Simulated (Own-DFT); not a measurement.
# Which defects push the lattice out? zincblende GaAs

Everything here is calculated. The program is Own-DFT (plane waves, in-house, since retired, never reviewed by a person); positions were held fixed, and spin and spin-orbit coupling were off.

Method: PBE; PseudoDojo norm-conserving scalar-relativistic files; cutoff 42 hartree; 3 x 3 x 3 k mesh centred on Gamma; Fermi-Dirac smearing of 0.1 eV.

Known weak points (not all hold for every row): not probed for a lower state with spin; forces on such cells failed a check on a denser k mesh; forces not confirmed at this smearing and k mesh; forces on such cells passed a denser k mesh, each cell not checked; stress not checked against mesh or cutoff.

All runs share one cell, with vectors in Å (11.307, 0.000, 0.000); (0.000, 11.307, 0.000); (0.000, 0.000, 11.307) and a volume of 1445.4 Å³. u is the rms random offset of the atoms per axis. The defect's site can differ from row to row.

```
cell,formula,u (Å),P (GPa)
no defect,As32Ga32,0.0209,3.53
no defect,As32Ga32,0.0474,3.86
no defect,As32Ga32,0.0492,3.91
one As on a Ga site and one Ga on an As site,As32Ga32,0.0302,3.97
one As on a Ga site and one Ga on an As site,As32Ga32,0.0310,3.97
one As on a Ga site and one Ga on an As site,As32Ga32,0.0512,4.31
one As on a Ga site,As33Ga31,0.0307,4.31
one As on a Ga site,As33Ga31,0.0458,4.56
one As on a Ga site,As33Ga31,0.0460,4.55
two Ga vacancies,As32Ga30,0.0283,2.94
two Ga vacancies,As32Ga30,0.0291,2.95
two Ga vacancies,As32Ga30,0.0293,?
two Ga vacancies,As32Ga30,0.0324,3.05
one In on a Ga site,As32Ga31In,0.0281,4.26
one In on a Ga site,As32Ga31In,0.0486,4.66
one In on a Ga site,As32Ga31In,0.0491,4.74
```

## Fit

P = P0 + c u² + a shift for each defect gives P0 = 3.39 GPa, c = 219 ± 15 GPa/Å² and a scatter of 0.04 GPa. The shifts, and each times the cell's volume:

- one In on a Ga site: 0.76 ± 0.03 GPa, 6.8 eV
- one As on a Ga site: 0.70 ± 0.03 GPa, 6.3 eV
- one As on a Ga site and one Ga on an As site: 0.36 ± 0.03 GPa, 3.3 eV
- two Ga vacancies: -0.61 ± 0.03 GPa, -5.5 eV (-2.7 eV for each of its 2 sites)

Positive is outwards. The product with the volume (160.2 GPa Å³ to the eV) is nearly free of the cell's size; divided by the bulk modulus at the cell's pressure it gives the volume that the defect adds. The atoms around the defects weren't relaxed, which would change these numbers.

## Check

Asked: what pressure belongs in the blank (two Ga vacancies, u = 0.0293 Å)?

Estimate: 2.97 ± 0.05 GPa. The hidden result is 2.91 GPa.
